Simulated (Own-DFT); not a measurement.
# One host, several defects: zincblende GaP

Source: density functional calculations with Own-DFT, an unreviewed in-house program that is no longer used. Nothing was measured or relaxed, and spin and spin-orbit coupling are left out.

Common settings: PBE; PseudoDojo norm-conserving scalar-relativistic files; cutoff 42 hartree; 2 x 3 x 3 k mesh centred on Gamma; Fermi-Dirac smearing of 0.1 eV.

Keep in mind (not all hold for every row): not probed for a lower state with spin; forces on such cells failed a check on a denser k mesh; forces on such cells moved up to 12 meV/angstrom on a denser k mesh; forces on such cells passed a denser k mesh, each cell not checked; stress not checked against mesh or cutoff.

All runs share one cell, with vectors in Å (16.352, 0.000, 0.000); (0.000, 10.901, 0.000); (0.000, 0.000, 10.901) and a volume of 1943.1 Å³. Atoms were moved at random from their sites; u is the rms move along one axis. The defect's site can differ from row to row.

```
                                     cell  formula   u (Å)  P (GPa)
                                no defect  Ga48P48  0.0197     2.71
                                no defect  Ga48P48  0.0477     3.17
                                no defect  Ga48P48  0.0489     3.17
one Ga on a P site and one P on a Ga site  Ga48P48  0.0292     2.94
one Ga on a P site and one P on a Ga site  Ga48P48  0.0464     3.20
one Ga on a P site and one P on a Ga site  Ga48P48  0.0510     3.39
                  two P on a Ga site each  Ga46P50  0.0291        ?
                  two P on a Ga site each  Ga46P50  0.0309     3.00
                  two P on a Ga site each  Ga46P50  0.0497     3.46
                  two P on a Ga site each  Ga46P50  0.0524     3.56
                          two P vacancies  Ga48P46  0.0282     2.47
                          two P vacancies  Ga48P46  0.0492     2.83
                          two P vacancies  Ga48P46  0.0495     2.81
```

## Fit

P = P0 + c u² + a shift for each defect gives P0 = 2.60 GPa, c = 249 ± 15 GPa/Å² and a scatter of 0.04 GPa. The shifts, and each times the cell's volume:

- two P on a Ga site each: 0.23 ± 0.04 GPa, 2.8 eV (1.4 eV for each of its 2 sites)
- one Ga on a P site and one P on a Ga site: 0.11 ± 0.04 GPa, 1.3 eV
- two P vacancies: -0.36 ± 0.04 GPa, -4.4 eV (-2.2 eV for each of its 2 sites)

A positive shift means that the defect pushes the cell outwards. Shift times volume (160.2 GPa Å³ is 1 eV) depends little on the cell's size, so, taken for each site, it can be compared between cells at like pressure. The atoms around the defects weren't relaxed, which would change these numbers.

## Check

The question: what pressure belongs in the blank (two P on a Ga site each, u = 0.0291 Å)?

The fit gives 3.04 ± 0.05 GPa. The run itself gave 2.95 GPa.
